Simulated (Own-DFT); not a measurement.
# Energy and forces against displacement in grey tin, 64 atoms (Sn64)

All numbers below are calculated, not measured. They come from Own-DFT, an in-house plane-wave density functional program, since retired, whose code no person has reviewed. Each row is one single-point run on a periodic cell that was not relaxed, without spin or spin-orbit coupling.

Settings of every run: PBE; PseudoDojo norm-conserving scalar-relativistic files; cutoff 42 hartree; 3 x 3 x 3 k mesh centred on Gamma; cold (Marzari-Vanderbilt) smearing of 0.2 eV.

Known limits: forces on such cells moved up to 12 meV/angstrom on a denser k mesh; stress not checked against mesh or cutoff.

Cell vectors in Å: (12.978, 0.000, 0.000); (0.000, 12.978, 0.000); (0.000, 0.000, 12.978). In each run every atom was moved at random and independently from its ideal site; u is the rms move along one axis. E is the free energy for each atom above the fitted value at u = 0, and F the rms of the force components.

```
run   u (Å)  E (meV/atom)  F (eV/Å)  largest force (eV/Å)  P (GPa)
  1  0.0176           4.0     0.199                  0.68     3.37
  2  0.0202           4.7     0.209                  0.69     3.38
  3  0.0464             ?         ?                     ?        ?
  4  0.0480          28.7     0.512                  1.60     3.59
  5  0.0482          27.6     0.510                  1.86     3.58
  6  0.0935         100.1     0.974                  3.85     4.23
  7  0.0960         119.5     1.123                  4.26     4.42
  8  0.1447         296.2     2.075                  7.78     6.16
```

## Worked fit

For small independent moves the energy grows as E = (3/2) K u², with K the mean stiffness felt by one atom. The runs with u up to 0.11 Å give K = 8.1 ± 0.2 eV/Å², with residuals divided by u² + 0.0006 Å², since the noise grows with the moves. The scatter is 1.7 meV/atom at u = 0.05 Å. The forces follow F = G u with G = 10.8 eV/Å²; no force at u = 0 is resolved. G exceeds K because the moves of its neighbours add to the force on an atom, and stiffness differs between atoms. At u = 0.145 Å the parabola gives 255 meV/atom and the run 296. The pressure follows P = 3.33 + 111 u² GPa: at fixed volume, shortened bonds push harder than stretched ones pull.

## Withheld run

Question: what energy and rms force should run 3 give?

The fit gives 26 ± 2 meV/atom and about 0.50 eV/Å. The calculation gave 27.5 meV/atom and 0.508 eV/Å.
